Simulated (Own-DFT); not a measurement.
# Point defects and the pressure they add: C40 NbSi2

Source: density functional calculations with Own-DFT, an unreviewed in-house program that is no longer used. Nothing was measured or relaxed, and spin and spin-orbit coupling are left out.

Settings: PBE; PseudoDojo norm-conserving scalar-relativistic files; cutoff 42 hartree; 4 x 4 x 5 k mesh centred on Gamma; cold (Marzari-Vanderbilt) smearing of 0.2 eV.

Limits: forces on such cells failed a check on a denser k mesh; stress not checked against mesh or cutoff.

All runs share one cell, with vectors in Å (0.000, 8.324, 0.000); (-9.613, 0.000, 0.000); (0.000, 0.000, 6.586) and a volume of 527.0 Å³. u is the rms random offset of the atoms per axis. The defect's site can differ from row to row.

```
cell,formula,u (Å),P (GPa)
no defect,Nb12Si24,0.0217,1.53
no defect,Nb12Si24,0.0461,2.42
no defect,Nb12Si24,0.0517,2.39
one Si vacancy,Nb12Si23,0.0282,0.92
one Si vacancy,Nb12Si23,0.0480,1.66
one Si vacancy,Nb12Si23,0.0518,1.98
two Nb on a Si site each,Nb14Si22,0.0265,7.74
two Nb on a Si site each,Nb14Si22,0.0287,7.43
two Nb on a Si site each,Nb14Si22,0.0540,8.36
two Si on a Nb site each,Nb10Si26,0.0291,1.54
two Si on a Nb site each,Nb10Si26,0.0313,?
two Si on a Nb site each,Nb10Si26,0.0501,2.23
two Si on a Nb site each,Nb10Si26,0.0558,2.89
```

## Analysis

P = P0 + c u² + a shift for each defect gives P0 = 1.31 GPa, c = 461 ± 57 GPa/Å² and a scatter of 0.18 GPa. The shifts, and each times the cell's volume:

- two Nb on a Si site each: 5.86 ± 0.15 GPa, 19.3 eV (9.6 eV for each of its 2 sites)
- two Si on a Nb site each: -0.08 ± 0.15 GPa, -0.3 eV (-0.1 eV for each of its 2 sites) (not resolved)
- one Si vacancy: -0.67 ± 0.15 GPa, -2.2 eV

Positive is outwards. The product with the volume (160.2 GPa Å³ to the eV) is nearly free of the cell's size; divided by the bulk modulus at the cell's pressure it gives the volume that the defect adds. The atoms around the defects weren't relaxed, which would change these numbers.

## Test on the hidden row

The question: what pressure belongs in the blank (two Si on a Nb site each, u = 0.0313 Å)?

From the fit: 1.68 ± 0.22 GPa. The hidden result is 1.65 GPa.
